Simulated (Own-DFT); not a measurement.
Simulation results for Hf$_{36}$O$_{71}$ (tetragonal hafnia with one neutral oxygen vacancy, atoms displaced)

Computed with Own-DFT development build. A calculation, not a measurement: plane-wave PBE and HSE06 DFT by an unreviewed code, no spin, of a simulated cell at Gamma alone, so results move with cell size and shape, stress positive in tension, energies less offsets, not probed for a lower state with spin; hafnium file: forces about 75 meV/angstrom off all-electron values; oxygen file: force components 24 meV/angstrom off all-electron in a glass; k mesh not checked against a denser one; forces and stress are PBE's, HSE06 gives the energy alone, and its difference from PBE has offsets of its own; offsets are fitted by least squares, one for each functional and potential file, so energies compare only between cells with the same atoms and settings and are not formation energies; the far tail of each file's local potential was reset to the Coulomb form; each entry is a single point on an unrelaxed cell, so the pressure reflects the starting lattice, taken from the Materials Project, from which strain is counted, and rises with the displacements; printed positions are rounded, which can move forces by about a meV/angstrom; the program is a retired in-house code; no spin-orbit coupling.

```xyz
107
Lattice="10.7800 0.0000 0.0000 0.0000 10.7800 0.0000 0.0000 0.0000 10.4493" Properties=species:S:1:pos:R:3:force_x:R:1:force_y:R:1:force_z:R:1 formula=Hf36O71 first_functional=PBE second_functional=HSE06 exact_exchange_share=0.25 screening=0.11 exchange_divergence=Gygi-Baldereschi potential_files=PseudoDojo_norm-conserving,scalar-relativistic,made_for_PBE,standard_set wave_cutoff=48 occupations=fixed k_mesh=1_x_1_x_1_centred_on_Gamma PBE_energy_of_cell_above_offsets=-97.707 HSE06_less_PBE_above_offsets=0.004 PBE_pressure=1.96 PBE_stress_xx=-2.82 PBE_stress_yy=-0.91 PBE_stress_zz=-2.14 PBE_stress_yz=-0.24 PBE_stress_xz=0.2 PBE_stress_xy=-0.02
Hf     0.0136     0.0121     0.0570         -1     -0.335     -2.127
Hf     1.8746     1.7982     2.5943     -2.591      1.357      0.743
O     10.7396     1.7963     1.6967      1.375      0.553     -1.633
O      1.8122    10.7516     3.6301      -0.17      2.347      0.653
O     10.7095     1.8527     4.1093      0.671     -0.176      1.673
O      1.6940    10.7576     1.0245      1.842      0.508      1.468
Hf     0.0749     0.0230     5.2449      -1.95      0.414      0.746
Hf     1.8356     1.8902     7.8196     -1.071     -2.307      0.524
O     10.7162     1.7867     6.8183      1.368      0.411      -0.55
O      1.7516     0.0173     8.8808      0.304      0.209     -0.523
O     10.7376     1.7936     9.4239     -0.104      0.077      0.539
O      1.8139     0.0103     6.1986      0.507      0.053      0.226
Hf    10.6808     3.5511    10.4014      0.714       0.61      1.055
Hf     1.7859     5.4562     2.6585     -0.139     -0.191     -1.708
O     10.7354     5.3733     1.5952     -0.288     -0.054      0.751
O      1.8306     3.7043     3.7056     -0.141     -1.317     -0.343
O     10.7008     5.3914     4.2521       0.16      -0.33     -0.805
O      1.8141     3.6557     0.9839      -0.25     -0.838     -0.078
Hf    10.7207     3.6311     5.1890      0.906     -1.892     -0.144
Hf     1.7329     5.3808     7.7839      1.575      0.883      1.129
O     10.7352     5.3412     6.8583      1.279      0.046     -1.684
O      1.7734     3.5266     8.8412        0.3      2.024      0.172
O      0.0032     5.3811     9.4721      0.311      0.147      -0.72
O      1.7581     3.5858     6.2726     -0.304      0.107     -0.141
Hf    10.7689     7.2494    10.4212      0.273     -0.051      0.625
Hf     1.7559     9.0331     2.7719      0.424     -1.987     -3.003
O     10.7647     8.9529     1.5588     -0.012      0.128      1.226
O      1.8325     7.2471     3.7159     -0.609     -1.332      0.011
O     10.7619     9.0250     4.2698      0.425     -1.088     -0.766
O      1.8485     7.1992     1.0648     -0.804     -0.493     -0.183
Hf    10.6913     7.1144     5.1779      0.012       2.71      1.768
Hf     1.8518     8.9741     7.8661     -1.277      0.577      -0.06
O     10.7241     9.0024     6.8551      0.739      0.264     -0.078
O      1.7760     7.2490     8.9278      0.059     -1.316     -0.561
O      0.0180     9.0180     9.4402     -0.272      -0.11      0.174
O      1.7324     7.1652     6.2864      0.282     -0.283     -0.401
Hf     3.5108    10.7533     0.0452      1.186     -0.773     -1.007
Hf     5.3249     1.8158     2.6097      1.546     -1.497      0.457
O      3.5335     1.7631     1.6411      1.202      0.176     -0.973
O      5.2948    10.7368     3.6454      0.038      0.477     -0.557
O      3.6149     1.7893     4.2027     -0.645      1.022     -0.262
O      5.3272     0.0024     1.0100      0.848      0.486      0.215
Hf     3.6122     0.0590     5.1710          1     -1.334      1.033
Hf     5.3871     1.8073     7.9006       0.38     -1.741     -0.236
O      3.6030     1.8049     6.8883      0.104       0.34     -1.092
O      5.3811     0.0158     8.8689      0.418     -0.641     -0.818
O      3.6102     1.7339     9.4567      0.046      1.671      0.436
O      5.3922     0.0188     6.2313     -0.638      0.269     -0.127
Hf     3.6834     3.6648    10.4472     -2.538     -0.378     -0.349
Hf     5.4153     5.3623     2.6250     -1.227      0.119      0.608
O      3.5469     5.3352     1.6671      1.064     -0.015     -0.715
O      5.3666     3.5774     3.6205       0.01      -0.25     -0.415
O      3.6909     5.3712     4.1801     -0.703      0.252      0.423
O      5.4103     3.6063     1.0365     -0.949     -0.212       0.66
Hf     3.5469     3.6175     5.2480      0.929      0.568      0.003
Hf     5.4138     5.3459     7.8879      0.244      1.275     -1.213
O      3.5881     5.4138     6.7786     -0.555     -0.324      0.381
O      5.3583     3.6178     8.8542     -0.235     -0.617      0.809
O      3.6264     5.4234     9.3977     -0.499     -0.907      0.427
O      5.3933     3.6451     6.1812     -0.092      -0.52        0.4
Hf     3.6147     7.1985    10.4297     -0.302      1.124      0.449
Hf     5.4262     8.9386     2.6325     -0.409      0.685     -0.996
O      3.6312     8.9554     1.5162     -0.534      0.258      1.127
O      5.3655     7.0952     3.6819     -0.022      1.937     -0.279
O      3.5341     8.9907     4.1834      0.365      -0.15      0.362
O      5.4173     7.1383     1.0638     -0.887     -0.235      0.391
Hf     3.6628     7.1625     5.1446     -1.039     -0.293      1.069
Hf     5.3397     8.9063     7.7223      1.112      0.928      3.369
O      3.6634     9.0084     6.8461      -2.26     -0.426     -1.807
O      5.3809     7.1222     8.8938     -0.182      1.138     -0.624
O      3.5915     9.0138     9.3595     -0.207     -0.563      0.536
O      5.4256     7.1163     6.2031     -1.431      0.775      0.792
Hf     7.2351     0.0517    10.4445     -1.686     -1.117     -0.681
Hf     9.0021     1.7895     2.5995     -0.776      -0.67      0.329
O      7.1947     1.7753     1.5586     -0.562       0.68       0.39
O      9.0205    10.7348     3.6482     -0.085      1.748      0.027
O      7.0981     1.7745     4.2026      0.233      0.204     -0.273
O      8.9851     0.0579     0.9714      0.108     -0.249      1.026
Hf     7.1983     0.0518     5.2733     -0.202     -0.392      -0.24
Hf     8.9583     1.8396     7.7657      0.394     -1.552      1.207
O      7.2119     1.7311     6.7718     -1.069      1.018        0.5
O      8.9930    10.7777     8.7742      -0.57      1.114      0.625
O      7.1094     1.8351     9.4304      0.416      0.738     -0.164
O      8.9542     0.0879     6.2576      0.733     -0.527     -0.706
Hf     7.1177     3.5995     0.0776      2.355      0.039      -1.58
Hf     8.8956     5.3771     2.5435      1.322      0.503      0.754
O      7.1610     5.3971     1.5901       0.23     -0.672     -0.768
O      8.9016     3.5646     3.5737      0.057      0.936     -0.015
O      7.1286     5.3908     4.1469      0.392     -0.247      0.241
Hf     7.2163     3.6002     5.1953     -1.748      0.277     -0.386
Hf     9.0675     5.3310     7.7953     -3.512      2.016      1.778
O      7.1465     5.4045     6.7542       1.07     -0.548      0.556
O      9.0299     3.6514     8.8822     -0.153     -1.129     -0.016
O      7.1940     5.4103     9.4127     -0.333     -1.112      0.673
O      8.9599     3.5990     6.2065      0.309      0.157      0.466
Hf     7.2035     7.1552     0.1193     -0.548      1.132     -2.645
Hf     8.9652     9.0550     2.6752     -0.374     -1.767     -1.255
O      7.1733     8.9576     1.5445     -0.165      0.595      1.443
O      8.9057     7.1866     3.6700       0.78     -0.003     -0.392
O      7.2384     9.0384     4.1600     -0.807     -0.542      0.439
O      8.9133     7.2760     1.0241      1.832     -0.988      0.654
Hf     7.1476     7.2088     5.2524      1.226     -0.313     -0.772
Hf     8.9318     8.9814     7.8613      0.038     -0.157      0.057
O      7.0749     8.9980     6.8071      1.737     -0.121     -0.572
O      8.9907     7.1818     8.8232      0.694     -0.701      0.247
O      7.2921     8.9749     9.5333     -0.163     -0.016      -0.64
O      8.8951     7.2091     6.2918      1.157     -0.292     -0.764
```

Units: screening in 1/bohr; wave_cutoff in hartree; PBE_energy_of_cell_above_offsets, HSE06_less_PBE_above_offsets in eV; PBE_pressure, PBE_stress_xx, PBE_stress_yy, PBE_stress_zz, PBE_stress_yz, PBE_stress_xz, PBE_stress_xy in GPa; force_x, force_y, force_z in eV/Å.
